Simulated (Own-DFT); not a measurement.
# Computed records: Si₃N₄ (beta silicon nitride, atoms displaced)

Computed with Own-DFT development build. A calculation, not a measurement: plane-wave PBE density functional theory by an unreviewed code, no spin, of a simulated periodic cell, stress positive in tension, free energy of the whole cell less one offset for each atom, forces on such cells passed a denser k mesh, this cell's mesh not checked; offsets are fitted by least squares, one for each functional and potential file, so energies compare only between cells with the same atoms and settings and are not formation energies; the far tail of each file's local potential was reset to the Coulomb form; each entry is a single point on an unrelaxed cell, so the pressure reflects the starting lattice, mostly measured values (interpolated for alloys), from which strain is counted, and rises with the displacements; printed positions are rounded, which can move forces by about a meV/angstrom; the program, named Own-DFT, is a retired in-house code; no spin-orbit coupling.

## Si₃N₄ (beta silicon nitride, atoms displaced)

```
Si3N4
1.0
      7.6060     0.0000     0.0000
     -3.8030     6.5870     0.0000
      0.0000     0.0000     8.7270
Si N Si N Si N
6 8 6 8 6 8
Direct
  0.16972 0.77314 0.08355
  0.23034 0.40410 0.08463
  0.60231 0.84056 0.09225
  0.82322 0.22945 0.24160
  0.77660 0.59724 0.25642
  0.40780 0.16504 0.24565
  0.32601 0.02872 0.08053
  0.96683 0.30521 0.07700
  0.69528 0.66853 0.08264
  0.66019 0.96264 0.24687
  0.03119 0.69060 0.24900
  0.29406 0.32227 0.25125
  0.33679 0.66692 0.08937
  0.66444 0.32631 0.25639
  0.16275 0.76107 0.40537
  0.22369 0.39678 0.41147
  0.59088 0.83466 0.41118
  0.82998 0.23149 0.58203
  0.77238 0.59727 0.58296
  0.42081 0.17381 0.58613
  0.33582 0.03381 0.40924
  0.96373 0.30308 0.40995
  0.70552 0.66334 0.40572
  0.67406 0.96109 0.58235
  0.02339 0.69789 0.58207
  0.30476 0.34017 0.58512
  0.33284 0.66713 0.41584
  0.66485 0.33675 0.58489
  0.16677 0.77906 0.73952
  0.22266 0.40062 0.74891
  0.58820 0.82655 0.75607
  0.82274 0.22695 0.91718
  0.76350 0.59971 0.90857
  0.40252 0.16250 0.91178
  0.34056 0.03847 0.74355
  0.96557 0.29276 0.74947
  0.70745 0.67328 0.75053
  0.66629 0.96111 0.91354
  0.03539 0.70978 0.91070
  0.30938 0.33856 0.90417
  0.33496 0.67116 0.74676
  0.65874 0.33105 0.90707
```

* functional: PBE
* potential files: PseudoDojo norm-conserving, scalar-relativistic, standard set
* wave cutoff: 42 hartree
* occupations: Fermi-Dirac
* smearing width: 0.1 eV
* k mesh: 3 x 3 x 3 centred on Gamma
* free energy of cell above offsets: -4.045 eV
* pressure: 7.57 GPa
* stress xx: -4.45 GPa
* stress yy: -4.2 GPa
* stress zz: -14.05 GPa
* stress yz: -1.59 GPa
* stress xz: -0.71 GPa
* stress xy: -4.74 GPa

Force:
```tsv
element	x (eV/Å)	y (eV/Å)	z (eV/Å)
Si	2.236	-1.947	-1.713
Si	1.267	1.023	-1.46
Si	-0.168	-5.914	-5.256
Si	-0.427	0.334	1.244
Si	-0.78	-2.475	-4.888
Si	-1.148	2.474	0.401
N	0.085	0.008	-0.26
N	0.793	-0.351	0.923
N	1.155	0.282	0.641
N	0.569	4.846	2.467
N	-1.37	-0.196	-2.138
N	0.516	-0.762	-1.449
N	-1.327	0.716	-0.289
N	0.167	1.002	-1.009
Si	3.321	1.79	3.956
Si	0.871	1.614	1.858
Si	0.964	-3.394	2.101
Si	-1.348	-0.658	-0.323
Si	-2.48	-0.695	-0.603
Si	-3.537	1.362	-3.138
N	-0.284	-2.311	2.103
N	0.537	-0.33	0.296
N	-3.16	2.531	4.407
N	-0.222	2.005	-0.034
N	1.237	0.839	-2.009
N	0.809	-1.629	-1.467
N	-0.82	-0.58	-0.293
N	3.054	0.382	-0.207
Si	3.253	-0.91	1.917
Si	0.843	2.191	-0.94
Si	0.995	-2.17	-2.867
Si	-1.63	0.344	-1.791
Si	1.614	-1.407	3.293
Si	-1.025	3.113	0.328
N	-0.482	-2.894	0.774
N	-0.422	-0.008	0.135
N	-2.066	1.383	-2.362
N	0.05	2.888	2.789
N	-1.218	-0.413	0.595
N	0.044	-1.407	3.299
N	-2.237	-0.729	0.072
N	1.772	0.05	0.899
```
